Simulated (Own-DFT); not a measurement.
Hf36O71 (tetragonal hafnia with one neutral oxygen vacancy, atoms displaced) (calculated)

Computed with Own-DFT development build. A calculation, not a measurement: plane-wave PBE and HSE06 DFT by an unreviewed code, no spin, of a simulated cell at Gamma alone, so results move with cell size and shape, stress positive in tension, energies less offsets, not probed for a lower state with spin; hafnium file: forces about 75 meV/angstrom off all-electron values; oxygen file: force components 24 meV/angstrom off all-electron in a glass; k mesh not checked against a denser one; forces and stress are PBE's, HSE06 gives the energy alone, and its difference from PBE has offsets of its own; offsets are fitted by least squares, one for each functional and potential file, so energies compare only between cells with the same atoms and settings and are not formation energies; the far tail of each file's local potential was reset to the Coulomb form; each entry is a single point on an unrelaxed cell, so the pressure reflects the starting lattice, taken from the Materials Project, from which strain is counted, and rises with the displacements; printed positions are rounded, which can move forces by about a meV/angstrom; the program is a retired in-house code; no spin-orbit coupling.

Settings shared by all entries: first functional PBE; second functional HSE06; exact exchange share 0.25; screening 0.11 1/bohr; exchange divergence Gygi-Baldereschi; potential files PseudoDojo norm-conserving, scalar-relativistic, made for PBE, standard set; wave cutoff 48 hartree; occupations fixed; k mesh 1 x 1 x 1 centred on Gamma.

(1) Hf36O71 (tetragonal hafnia with one neutral oxygen vacancy, atoms displaced)

```
Hf36O71
1.0
     10.7800     0.0000     0.0000
      0.0000    10.7800     0.0000
      0.0000     0.0000    10.4493
Hf O Hf O Hf O Hf O Hf O Hf O Hf O Hf O Hf O Hf O Hf O Hf O Hf O Hf O Hf O Hf O Hf O Hf O
2 4 2 4 2 4 2 3 2 4 2 4 2 4 2 4 2 4 2 4 2 4 2 4 2 4 2 4 2 4 2 4 2 4 2 4
Direct
  0.00782 0.00345 0.99777
  0.16250 0.15914 0.24741
  0.00190 0.16600 0.15924
  0.16109 0.00394 0.34090
  0.00659 0.17076 0.40717
  0.16658 0.00019 0.09593
  0.00111 0.00387 0.49746
  0.16187 0.17123 0.75885
  0.99172 0.16656 0.65146
  0.17082 0.99231 0.84409
  0.00357 0.16636 0.89896
  0.16234 0.00093 0.59967
  0.99627 0.33315 0.00804
  0.17667 0.49853 0.25028
  0.00294 0.50690 0.15530
  0.16671 0.32962 0.34876
  0.00208 0.50105 0.40012
  0.16369 0.33200 0.10234
  0.00226 0.33260 0.49710
  0.16798 0.49723 0.74463
  0.99940 0.49554 0.65145
  0.16644 0.33119 0.84332
  0.99686 0.50521 0.90442
  0.99921 0.67176 0.00365
  0.16776 0.83371 0.25355
  0.99738 0.83458 0.15135
  0.17342 0.67301 0.34399
  0.00116 0.83234 0.39517
  0.17230 0.66400 0.09914
  0.00641 0.66888 0.50518
  0.16437 0.83639 0.74512
  0.00174 0.83611 0.65058
  0.16737 0.67172 0.84418
  0.99375 0.83388 0.90267
  0.16598 0.66671 0.60048
  0.33759 0.00125 0.00650
  0.50422 0.16677 0.25228
  0.33278 0.16109 0.14170
  0.50502 0.99410 0.34850
  0.33276 0.17025 0.39990
  0.49796 0.00622 0.09743
  0.33944 0.00654 0.50445
  0.49908 0.16872 0.75036
  0.33442 0.17009 0.65518
  0.49628 0.00026 0.84398
  0.33995 0.16402 0.90072
  0.50697 0.99577 0.60102
  0.33547 0.33577 0.00517
  0.49454 0.50408 0.24530
  0.33378 0.50271 0.14418
  0.50073 0.33278 0.34814
  0.34000 0.50472 0.39434
  0.49051 0.33018 0.09493
  0.33878 0.32919 0.50009
  0.50222 0.49996 0.74999
  0.32614 0.50674 0.65191
  0.49586 0.33696 0.84135
  0.33514 0.50091 0.89843
  0.49351 0.34235 0.59816
  0.33723 0.66932 0.00721
  0.50172 0.82948 0.24975
  0.33464 0.83413 0.14784
  0.49602 0.66707 0.34562
  0.33807 0.83280 0.40280
  0.50186 0.65875 0.09116
  0.33272 0.66577 0.50534
  0.49966 0.83311 0.75320
  0.33005 0.83610 0.65401
  0.50679 0.66876 0.85010
  0.32949 0.83643 0.91146
  0.50362 0.66093 0.59023
  0.66955 0.00384 0.00262
  0.83080 0.16632 0.25986
  0.66835 0.16748 0.15149
  0.83318 0.99609 0.35199
  0.65829 0.17245 0.40140
  0.83592 0.00859 0.10067
  0.66629 0.00662 0.50531
  0.83164 0.16496 0.74934
  0.66218 0.15730 0.65375
  0.83422 0.98840 0.85247
  0.66276 0.17009 0.90083
  0.83787 0.99520 0.60386
  0.66022 0.34000 0.99101
  0.82691 0.50364 0.24473
  0.66576 0.50501 0.15601
  0.83487 0.32603 0.34884
  0.66610 0.50483 0.39831
  0.83615 0.33312 0.10283
  0.66463 0.33494 0.49848
  0.83635 0.49426 0.73765
  0.66152 0.50441 0.65249
  0.82963 0.33003 0.85542
  0.66857 0.49870 0.90019
  0.83044 0.33548 0.59956
  0.67562 0.66848 0.99705
  0.83337 0.83694 0.24750
  0.65794 0.82301 0.14223
  0.83454 0.66526 0.34402
  0.67351 0.83889 0.40040
  0.83864 0.67125 0.09626
  0.65689 0.66733 0.49985
  0.82656 0.83365 0.74867
  0.66288 0.83357 0.64770
  0.83914 0.66849 0.84332
  0.66039 0.83184 0.90766
  0.83134 0.66687 0.59398
```

- PBE energy of cell above offsets: -98.000 eV
- HSE06 less PBE above offsets: 0.012 eV
- PBE pressure: 1.67 GPa
- PBE stress xx: -2.59 GPa
- PBE stress yy: -0.57 GPa
- PBE stress zz: -1.85 GPa
- PBE stress yz: 0.03 GPa
- PBE stress xz: -0.33 GPa
- PBE stress xy: -0.09 GPa

Force:
```csv
element,x (eV/Å),y (eV/Å),z (eV/Å)
Hf,-1.05,-1.668,-0.111
Hf,1.482,2.066,-0.517
O,-1.236,0.032,-0.674
O,0.34,-1.355,1.387
O,-0.553,-0.95,-0.534
O,0.056,0.094,0.306
Hf,0.025,-1.302,0.643
Hf,0.359,-1.776,-1.234
O,0.976,0.621,0.177
O,-0.709,2.054,0.812
O,-0.148,0.21,0.357
O,1.123,0.385,-1.092
Hf,0.203,1.464,-0.63
Hf,-2.272,0.277,0.156
O,-0.226,-0.491,0.065
O,0.269,0.587,0.282
O,0.277,-0.149,1.025
O,0.685,0.324,-0.531
Hf,0.75,1.381,0.132
Hf,-0.537,1.31,2.087
O,0.74,-0.258,-0.611
O,0.038,1.069,0.245
O,0.008,-1.409,0.088
Hf,1.746,-0.554,-1.111
Hf,-0.361,-0.142,-1.072
O,0.896,0.138,0.084
O,-0.008,-1.403,0.989
O,0.213,0.271,0.851
O,-0.712,0.379,0.177
Hf,-1.904,0.097,-1.518
Hf,-0.172,-1.001,1.147
O,-0.936,-0.548,-0.372
O,-0.098,-0.763,-0.176
O,0.564,0.601,0.337
O,0.279,-0.117,-0.441
Hf,-0.605,0.001,-1.361
Hf,-0.848,-0.729,-1.039
O,-0.12,0.522,1.841
O,-0.333,1.384,0.125
O,0.644,-1.159,0.329
O,1.84,-0.225,0.479
Hf,-0.697,-1.256,-0.017
Hf,-0.813,-0.886,1.197
O,-0.342,0.017,-0.981
O,0.494,-0.059,0.174
O,-0.47,1.009,-0.017
O,-1.863,0.514,-0.439
Hf,-2.183,-0.553,-1.826
Hf,0.644,-0.045,0.62
O,0.187,-0.634,0.395
O,-0.038,0.506,-0.306
O,-0.464,-0.921,0.651
O,2.548,0.361,0.816
Hf,-2.124,0.853,-0.653
Hf,-1.411,1.197,0.43
O,1.559,-0.392,-0.823
O,0.741,-0.44,0.868
O,-0.03,-0.182,0.441
O,1.79,-0.391,0.074
Hf,-1.222,0.277,-2.19
Hf,-0.485,0.571,-0.064
O,0.429,-0.078,1.256
O,0.577,0.074,-0.072
O,-0.404,1.016,0.64
O,0.476,-0.185,1.074
Hf,-0.409,0.443,-1.064
Hf,-0.392,0.373,0.485
O,1.318,-0.256,-0.419
O,-0.304,-0.485,-1.034
O,0.937,-0.753,-0.71
O,-2.403,0.264,1.537
Hf,-0.073,-0.2,-0.142
Hf,0.343,-0.657,-1.955
O,-0.33,0.022,0.496
O,0.174,1.689,0.2
O,0.471,-0.877,0.302
O,-0.461,-0.568,-0.16
Hf,0.905,-1.735,-0.706
Hf,0.001,-0.575,0.882
O,0.975,0.869,-0.601
O,-0.809,2.62,-0.072
O,-0.066,-0.374,0.09
O,-0.95,0.643,-0.639
Hf,1.202,-1.201,1.186
Hf,2.206,-0.043,1.277
O,-0.635,-0.564,-1.274
O,-0.477,1.656,0.717
O,-0.008,-1.341,0.602
O,-1.194,0.235,-0.283
Hf,-0.061,1.518,-0.358
Hf,-0.398,1.048,1.977
O,1.081,-0.532,-0.454
O,0.16,0.068,-1.051
O,-0.252,0.455,-0.225
O,-0.485,-0.128,-0.093
Hf,-0.841,0.084,-0.069
Hf,-0.237,-1.376,0.529
O,1.42,0.776,0.978
O,-0.178,0.596,-0.609
O,-0.632,-0.755,0.163
O,-1.366,-0.387,0.364
Hf,3.343,0.898,-1.414
Hf,1.367,-0.838,-0.387
O,-0.149,-0.176,0.574
O,-1.06,-0.689,0.02
O,0.406,0.998,-1.018
O,0.273,-0.389,0.014
```

(2) Hf36O71 (tetragonal hafnia with one neutral oxygen vacancy, atoms displaced)

```
Hf36O71
1.0
     10.7800     0.0000     0.0000
      0.0000    10.7800     0.0000
      0.0000     0.0000    10.4493
Hf O Hf O Hf O Hf O Hf O Hf O Hf O Hf O Hf O Hf O Hf O Hf O Hf O Hf O Hf O Hf O Hf O Hf O
2 4 2 4 2 4 2 4 2 4 2 3 2 4 2 4 2 4 2 4 2 4 2 4 2 4 2 4 2 4 2 4 2 4 2 4
Direct
  0.00536 0.98420 0.00755
  0.17978 0.16077 0.26875
  0.00147 0.16073 0.14761
  0.15766 0.00376 0.34803
  0.01014 0.16115 0.38889
  0.16057 0.00764 0.09560
  0.99926 0.99891 0.49455
  0.16160 0.17630 0.74861
  0.99567 0.16327 0.63852
  0.15473 0.00794 0.85095
  0.00570 0.17015 0.91314
  0.16460 0.98404 0.59289
  0.00307 0.33319 0.99668
  0.17211 0.49484 0.25756
  0.00011 0.49604 0.14399
  0.16867 0.32928 0.33626
  0.00640 0.50963 0.40077
  0.15902 0.33974 0.10056
  0.99169 0.33491 0.49207
  0.15995 0.49206 0.75132
  0.99737 0.49429 0.65690
  0.16426 0.32930 0.84598
  0.99414 0.49987 0.90560
  0.17318 0.33491 0.60480
  0.01226 0.67244 0.00941
  0.17248 0.82400 0.24698
  0.99636 0.82325 0.14988
  0.16895 0.66688 0.34810
  0.00270 0.84850 0.40207
  0.15998 0.66359 0.10299
  0.00351 0.67536 0.50794
  0.16608 0.82502 0.74914
  0.99657 0.83868 0.64373
  0.17057 0.66878 0.82783
  0.98610 0.83970 0.89984
  0.33374 0.00907 0.00286
  0.49035 0.17269 0.24376
  0.33330 0.17077 0.13928
  0.50148 0.00504 0.34667
  0.33220 0.15609 0.40225
  0.50337 0.99386 0.09160
  0.33787 0.00263 0.49821
  0.49490 0.16311 0.74808
  0.32654 0.17410 0.64601
  0.50429 0.01020 0.85219
  0.32100 0.16983 0.89911
  0.49188 0.00300 0.59438
  0.35023 0.33437 0.99325
  0.50198 0.50069 0.25250
  0.34635 0.50181 0.15901
  0.48777 0.34022 0.33914
  0.33170 0.50338 0.40542
  0.50078 0.33156 0.09147
  0.33025 0.33163 0.50086
  0.49878 0.49904 0.74852
  0.33016 0.50444 0.64598
  0.49612 0.33409 0.84967
  0.33412 0.49319 0.89101
  0.50215 0.32083 0.60163
  0.33301 0.66187 0.00381
  0.50319 0.82205 0.25279
  0.32797 0.83638 0.13820
  0.49568 0.65907 0.34927
  0.33911 0.84775 0.38934
  0.50615 0.66833 0.09625
  0.33489 0.66461 0.51959
  0.49481 0.84482 0.74922
  0.33372 0.82441 0.64944
  0.50607 0.66131 0.84743
  0.34071 0.83852 0.90330
  0.50307 0.67297 0.60303
  0.66830 0.99822 0.00333
  0.82867 0.17256 0.26186
  0.67968 0.18416 0.15477
  0.82866 0.00592 0.35339
  0.66079 0.17507 0.40697
  0.82422 0.00048 0.08515
  0.66108 0.00327 0.48422
  0.83547 0.15896 0.76404
  0.66776 0.16596 0.64694
  0.83583 0.99875 0.85627
  0.67509 0.15724 0.88865
  0.83999 0.99944 0.59047
  0.64934 0.34135 0.00241
  0.83017 0.49540 0.24130
  0.65620 0.49494 0.13395
  0.84024 0.33691 0.35789
  0.65463 0.49700 0.40939
  0.83211 0.32008 0.09618
  0.66968 0.31793 0.50255
  0.83259 0.49625 0.74680
  0.67526 0.49648 0.63672
  0.83563 0.33087 0.84209
  0.66199 0.50193 0.90282
  0.83229 0.32977 0.60791
  0.66877 0.65826 0.99804
  0.84008 0.82173 0.23982
  0.67071 0.82849 0.16197
  0.83108 0.65545 0.34896
  0.67502 0.83823 0.40228
  0.83415 0.66545 0.10575
  0.66554 0.66528 0.49806
  0.83354 0.83453 0.75221
  0.68164 0.83611 0.64739
  0.83075 0.66723 0.85709
  0.68451 0.82815 0.89922
  0.83778 0.68140 0.59951
```

* PBE energy of cell above offsets: -88.879 eV
* HSE06 less PBE above offsets: 0.558 eV
* PBE pressure: 3.72 GPa
* PBE stress xx: -3.07 GPa
* PBE stress yy: -4.93 GPa
* PBE stress zz: -3.16 GPa
* PBE stress yz: -0.07 GPa
* PBE stress xz: -0.95 GPa
* PBE stress xy: -0.14 GPa

Force:
```csv
element,x (eV/Å),y (eV/Å),z (eV/Å)
Hf,-1.777,5.316,-0.933
Hf,-3.972,-0.308,-4.519
O,-0.7,0.111,1.955
O,1.35,-2.681,-0.309
O,-0.636,2.481,1.387
O,2.964,-1.19,1.171
Hf,0.004,2.393,2.002
Hf,-1.545,-2.778,-0.386
O,1.36,1.052,1.281
O,0.876,-1.672,-0.721
O,-0.669,-1.347,-2.098
O,1.87,0.602,0.047
Hf,-1.026,-0.984,1.929
Hf,-1.214,-0.24,-1.317
O,-0.683,0.932,1.913
O,0.605,1.129,2.947
O,0.399,-1.309,0.48
O,2.919,0.75,-0.586
Hf,0.141,-1.038,1.389
Hf,-0.098,-0.231,-0.357
O,0.562,0.592,-1.124
O,-0.071,1.836,0.578
O,1.315,1.513,-0.819
O,-1.355,0.567,-1.252
Hf,-5.52,-1.88,-3.061
Hf,0.045,2.204,1.637
O,2.49,0.581,-0.811
O,0.238,0.737,0.469
O,-0.392,-5.072,-2.154
O,3.966,0.016,0.405
Hf,-0.446,0.835,-0.511
Hf,-1.197,5.2,-2.09
O,1.657,-1.578,1.295
O,-0.021,-2.432,2.676
O,1.937,-3.41,-0.029
Hf,-1.305,-0.936,-0.613
Hf,2.145,-0.967,0.323
O,0.777,-0.206,0.994
O,0.674,0.136,-0.805
O,0.497,2.944,-1.346
O,-0.91,0.729,1.384
Hf,-3.148,-1.985,0.587
Hf,1.479,1.053,-1.283
O,0.701,-0.717,0.439
O,-0.938,-1.685,-0.768
O,1.446,0.179,-0.24
O,1.505,-0.505,1.641
Hf,-5.119,-0.793,-0.16
Hf,1.251,0.671,0.859
O,-2.32,0.431,-1.821
O,-0.352,-2.414,0.41
O,-0.605,-0.519,0.293
O,-1.715,-0.731,2.594
Hf,0.779,0.419,0.405
Hf,1.106,0.827,-0.843
O,0.635,0.442,0.479
O,0.378,-0.561,0.138
O,-0.171,1.517,1.115
O,-1.07,1.049,-0.749
Hf,1.778,1.128,-0.795
Hf,-0.299,1.5,-0.524
O,0.55,-1.095,1.056
O,0.333,1.774,0.479
O,-0.184,-1.98,0.307
O,-1.946,0.572,0.39
Hf,-0.873,0.094,-1.757
Hf,1.878,-1.406,0.476
O,0.032,-0.206,0.303
O,-0.907,0.959,-0.14
O,-0.041,-0.921,-0.549
O,0.133,-0.31,-0.147
Hf,0.536,-0.227,-2.455
Hf,3.656,-1.148,-2.837
O,-4.443,-1.006,0.136
O,-0.582,-0.254,-1.382
O,-0.183,-2.349,-3.152
O,2.246,-0.954,2.661
Hf,2.537,-0.808,2.491
Hf,0.111,0.251,-1.552
O,-0.64,-0.452,0.424
O,0.208,-0.078,-1.179
O,-1.375,1.555,1.69
O,-2.03,0.297,0.711
Hf,6.728,-2.277,-2.094
Hf,1.295,0.241,-0.705
O,1.322,0.036,1.86
O,-0.337,0.41,0.033
O,0.207,-0.605,-1.75
O,-0.264,2.288,0.088
Hf,0.492,4.435,3.539
Hf,-0.235,0.177,1.273
O,-1.566,0.854,2.028
O,-0.227,1.031,0.552
O,-0.148,-1.428,-1.667
O,0.639,0.236,-2
Hf,1.41,2.394,-1.061
Hf,-2.516,0.867,2.934
O,-0.795,-0.016,-0.635
O,-0.216,0.854,-0.313
O,-1.35,-1.792,-0.504
O,0.145,-0.367,-0.254
Hf,1.695,0.237,0.82
Hf,0.105,-0.075,0.093
O,-3.893,0.481,0.197
O,0.194,-1.356,-1.115
O,-2.121,0.925,1.141
O,-0.157,-1.573,-0.636
```
